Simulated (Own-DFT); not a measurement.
# Computed records: HfO2 (monoclinic hafnia, atoms displaced)

All values are calculated (Own-DFT development build). A calculation, not a measurement: plane-wave density functional theory by an unreviewed code, no spin, of a simulated periodic cell, stress positive in tension, run twice, with PBE and with PBEsol, both on files made for PBE, so the change isn't that of files made for PBEsol, hafnium file: forces about 75 meV/angstrom off all-electron values; oxygen file: force components 24 meV/angstrom off all-electron in one glass; forces on such cells passed a denser k mesh, this cell's mesh not checked; the far tail of each file's local potential was reset to the Coulomb form; each entry is a single point on an unrelaxed cell, so the pressure reflects the starting lattice, mostly measured values (interpolated for alloys), from which strain is counted, and rises with the displacements; printed positions are rounded, which can move forces by about a meV/angstrom; the program, named Own-DFT, is a retired in-house code; no spin-orbit coupling; stress was not checked against mesh or cutoff.

Entry: HfO2 (monoclinic hafnia, atoms displaced)

```xyz
96
Lattice="10.2340 0.0000 0.0000 0.0000 10.3500 0.0000 -1.6955 0.0000 10.4453" Properties=species:S:1:pos:R:3 HfO2
Hf     1.2409     0.2226     1.1110
Hf     3.4896     2.7957     1.5185
Hf     3.0319     4.9588     4.1553
Hf     0.8509     2.3381     3.7182
O      0.1031     1.7392     1.8046
O      4.6318     4.3420     0.7932
O      4.1997     3.4640     3.3903
O     -0.3111     0.8867     4.4465
O      1.8960     3.9100     2.5036
O      2.8222     1.3300     0.0878
O      2.3636     1.2599     2.7074
O      1.4801     3.8636     5.1231
Hf     0.3647     0.2352     6.3234
Hf     2.6609     2.7790     6.7567
Hf     2.2345     4.9595     9.3372
Hf    -0.0307     2.4125     8.9514
O     -0.7895     1.6921     7.0200
O      3.7411     4.2964     6.0461
O      3.3228     3.4567     8.6443
O     -1.2085     0.8585     9.6630
O      1.0354     3.9129     7.7120
O      1.9199     1.2923     5.3228
O      1.5418     1.2488     7.9418
O      0.6112     3.8046    10.3228
Hf     1.2479     5.3749     1.1096
Hf     3.4934     7.9535     1.5362
Hf     2.9951    10.1557     4.1332
Hf     0.8136     7.5089     3.7076
O      0.0774     6.8481     1.8104
O      4.5802     9.4541     0.8385
O      4.2198     8.6598     3.3928
O     -0.3317     6.0656     4.4844
O      1.9402     9.0852     2.4802
O      2.7942     6.4751     0.1200
O      2.4010     6.3725     2.7212
O      1.4741     9.0042     5.1568
Hf     0.3735     5.3878     6.3137
Hf     2.6052     7.9586     6.7779
Hf     2.1754    10.1318     9.3656
Hf    -0.0128     7.5443     8.9366
O     -0.7597     6.8960     7.0169
O      3.7624     9.5093     6.0214
O      3.3277     8.6382     8.6313
O     -1.1563     6.0579     9.6206
O      1.0343     9.0874     7.7493
O      1.9555     6.5531     5.3539
O      1.5074     6.4279     7.9193
O      0.6015     9.0439    10.3636
Hf     6.3750     0.2182     1.1011
Hf     8.5529     2.7913     1.5091
Hf     8.1422     4.9751     4.1427
Hf     5.9184     2.3858     3.7149
O      5.2083     1.7015     1.7966
O      9.7014     4.3109     0.8105
O      9.2732     3.4531     3.4171
O      4.7972     0.8438     4.4470
O      6.9981     3.9004     2.4803
O      7.9239     1.3124     0.0990
O      7.5080     1.2309     2.6994
O      6.6006     3.8707     5.1460
Hf     5.5151     0.2286     6.3033
Hf     7.7362     2.7640     6.7305
Hf     7.2958     4.9547     9.3871
Hf     5.0803     2.3652     8.9208
O      4.3620     1.7267     7.0608
O      8.8973     4.3121     6.0119
O      8.4619     3.4727     8.6560
O      3.9616     0.8690     9.6663
O      6.1576     3.9073     7.7500
O      7.0855     1.3621     5.3008
O      6.6382     1.2444     7.9221
O      5.7331     3.8218    10.3201
Hf     6.3651     5.3914     1.1049
Hf     8.5346     7.9730     1.5279
Hf     8.1363    10.1444     4.1543
Hf     5.9073     7.5311     3.6990
O      5.1726     6.9148     1.8077
O      9.7303     9.5041     0.7849
O      9.2818     8.6659     3.4093
O      4.7360     6.0505     4.4375
O      7.0241     9.0880     2.5058
O      7.8956     6.4730     0.1154
O      7.5338     6.4203     2.7088
O      6.6058     9.0141     5.1414
Hf     5.5172     5.3857     6.3119
Hf     7.7267     7.9754     6.7470
Hf     7.3365    10.1089     9.3660
Hf     5.0903     7.5769     8.8819
O      4.3299     6.8639     7.0269
O      8.8632     9.4801     6.0486
O      8.4765     8.6298     8.5963
O      3.9095     6.0297     9.6686
O      6.1788     9.0792     7.6971
O      7.0938     6.4880     5.3103
O      6.6732     6.4233     7.9716
O      5.7272     8.9857    10.3100
```

- functional: PBE, then PBEsol
- potential files: PseudoDojo norm-conserving, scalar-relativistic, standard set
- wave cutoff: 72 hartree
- occupations: Fermi-Dirac
- smearing width: 0.1 eV
- k mesh: 2 x 2 x 2 centred on Gamma
- PBE pressure: 4.08 GPa
- PBE stress xx: -4.02 GPa
- PBE stress yy: -3.96 GPa
- PBE stress zz: -4.27 GPa
- PBE stress yz: -0.12 GPa
- PBE stress xz: -0.03 GPa
- PBE stress xy: 0.24 GPa
- PBEsol pressure: -2.37 GPa
- PBEsol stress xx: 2.45 GPa
- PBEsol stress yy: 2.45 GPa
- PBEsol stress zz: 2.22 GPa
- PBEsol stress yz: -0.11 GPa
- PBEsol stress xz: 0.32 GPa
- PBEsol stress xy: 0.23 GPa
- rms change of force components from PBE to PBEsol: 0.039 eV/Å

Force:
```tsv
force element	PBE force x (eV/Å)	PBE force y (eV/Å)	PBE force z (eV/Å)	PBEsol force x (eV/Å)	PBEsol force y (eV/Å)	PBEsol force z (eV/Å)
Hf	0.02	-0.331	-0.614	0.028	-0.277	-0.632
Hf	-0.391	0.317	-0.503	-0.389	0.359	-0.463
Hf	-0.548	-0.087	-0.188	-0.544	-0.131	-0.165
Hf	-0.942	1.362	-0.39	-0.907	1.272	-0.405
O	-0.579	0.177	0.101	-0.55	0.176	0.15
O	-0.23	-0.596	0.372	-0.23	-0.568	0.309
O	0.43	-0.215	0.442	0.413	-0.231	0.38
O	-1.168	-0.606	-0.348	-1.119	-0.601	-0.283
O	0.063	-0.177	-0.045	0.128	-0.173	-0.049
O	0.034	0.096	0.47	-0.032	0.088	0.46
O	0.625	-0.083	0.305	0.535	-0.079	0.304
O	-0.111	-0.594	-0.367	-0.039	-0.573	-0.364
Hf	0.415	-1.009	0.369	0.412	-0.929	0.329
Hf	-1.396	0.072	0.041	-1.362	0.13	0.078
Hf	-1.138	0.441	0.278	-1.104	0.383	0.307
Hf	-0.126	-0.606	-0.529	-0.107	-0.625	-0.53
O	-0.41	0.611	0.335	-0.395	0.606	0.357
O	1.103	0.483	-0.03	1.065	0.48	-0.077
O	0.823	-0.688	-0.084	0.793	-0.681	-0.137
O	0.197	0.403	-0.333	0.197	0.371	-0.271
O	0.067	-0.213	0.092	0.126	-0.213	0.094
O	0.935	0.712	0.195	0.844	0.681	0.176
O	0.006	0.073	0.068	-0.056	0.074	0.07
O	0.29	0.484	0.426	0.34	0.464	0.407
Hf	-0.042	-0.166	-0.566	-0.028	-0.104	-0.569
Hf	-1.184	0.321	-0.417	-1.149	0.379	-0.378
Hf	0.511	-0.99	0.293	0.488	-1.016	0.318
Hf	0.042	0.84	-0.023	0.047	0.759	-0.032
O	-0.601	0.694	0.335	-0.566	0.68	0.379
O	1.205	0.964	-0.519	1.158	0.941	-0.551
O	0.283	-0.156	0.635	0.27	-0.182	0.566
O	-0.719	-0.134	-0.972	-0.683	-0.144	-0.899
O	-0.673	0.062	0.653	-0.586	0.07	0.636
O	0.385	0.333	0.058	0.309	0.319	0.062
O	-0.218	0.499	0.349	-0.281	0.484	0.346
O	-0.253	0.037	-0.749	-0.175	0.042	-0.73
Hf	0.336	-0.094	0.513	0.328	-0.035	0.474
Hf	-0.388	0.737	-0.693	-0.397	0.763	-0.656
Hf	-0.201	0.194	0.184	-0.218	0.139	0.202
Hf	-0.186	0.21	-0.148	-0.175	0.153	-0.177
O	-0.484	0.278	0.12	-0.46	0.28	0.164
O	0.343	-0.113	0.315	0.328	-0.09	0.255
O	0.806	-0.356	0.3	0.778	-0.364	0.24
O	-0.981	-0.709	0.353	-0.942	-0.699	0.392
O	-0.042	0.246	-0.119	0.025	0.23	-0.111
O	0.249	-0.683	-0.471	0.176	-0.669	-0.458
O	0.587	-0.129	0.525	0.509	-0.112	0.508
O	0.021	-0.473	-0.529	0.087	-0.45	-0.522
Hf	-0.306	-0.478	-0.315	-0.286	-0.404	-0.33
Hf	0.628	-0.03	0.295	0.603	0.026	0.313
Hf	0.701	-0.511	-0.076	0.676	-0.551	-0.039
Hf	0.374	-0.099	-0.407	0.373	-0.144	-0.427
O	-0.415	0.394	0.341	-0.394	0.399	0.379
O	0.565	0.175	0.138	0.535	0.179	0.079
O	0.667	-0.285	0.13	0.629	-0.284	0.077
O	-0.488	0.454	-0.632	-0.459	0.432	-0.56
O	-0.386	0.145	0.285	-0.314	0.136	0.27
O	0.205	0.126	0.181	0.129	0.121	0.186
O	-0.128	0.184	0.322	-0.192	0.181	0.31
O	-0.532	-0.431	-0.553	-0.453	-0.412	-0.539
Hf	-0.19	-0.761	0.218	-0.184	-0.7	0.184
Hf	0.153	0.928	0.638	0.14	0.948	0.643
Hf	0.382	0.195	-0.429	0.362	0.137	-0.396
Hf	0.488	0.101	0.355	0.488	0.049	0.322
O	-0.336	-0.032	-0.49	-0.323	-0.009	-0.425
O	-0.129	-0.378	0.322	-0.134	-0.348	0.261
O	0.374	-0.498	-0.23	0.36	-0.5	-0.263
O	-0.964	-0.512	-0.183	-0.924	-0.507	-0.127
O	-0.126	0.208	-0.495	-0.063	0.197	-0.481
O	-0.024	-0.07	0.175	-0.087	-0.073	0.177
O	0.331	-0.07	0.12	0.256	-0.057	0.108
O	-0.316	0.05	0.294	-0.24	0.053	0.287
Hf	-0.138	-0.12	-0.379	-0.128	-0.074	-0.404
Hf	0.901	0.034	-0.187	0.859	0.078	-0.15
Hf	0.443	-0.167	-0.193	0.422	-0.223	-0.168
Hf	0.146	0.63	0.148	0.135	0.574	0.112
O	0.99	-0.734	0.263	0.971	-0.699	0.312
O	-0.08	-0.595	0.59	-0.09	-0.558	0.516
O	1.031	-0.687	0.004	0.98	-0.682	-0.042
O	0.259	-0.008	-0.056	0.264	-0.025	-0.007
O	-0.498	-0.049	-0.101	-0.417	-0.053	-0.106
O	0.246	0.51	0.071	0.175	0.486	0.077
O	-0.446	0.147	0.127	-0.497	0.151	0.118
O	-0.442	-0.135	-0.602	-0.361	-0.121	-0.583
Hf	0.133	-0.298	0.475	0.137	-0.248	0.438
Hf	0.477	-0.393	-0.062	0.463	-0.32	-0.032
Hf	-0.058	0.374	-0.322	-0.046	0.319	-0.279
Hf	-0.171	-0.658	0.544	-0.154	-0.682	0.508
O	0.02	0.204	0.093	0.029	0.216	0.136
O	0.57	0.528	-0.267	0.542	0.527	-0.308
O	0.238	-0.033	0.526	0.216	-0.046	0.462
O	0.339	0.639	-0.582	0.332	0.594	-0.517
O	-0.544	0.077	0.263	-0.467	0.061	0.257
O	-0.407	0.266	0.267	-0.459	0.246	0.258
O	-0.308	0.101	-0.421	-0.367	0.107	-0.408
O	0.011	0.127	0.306	0.077	0.124	0.298
```
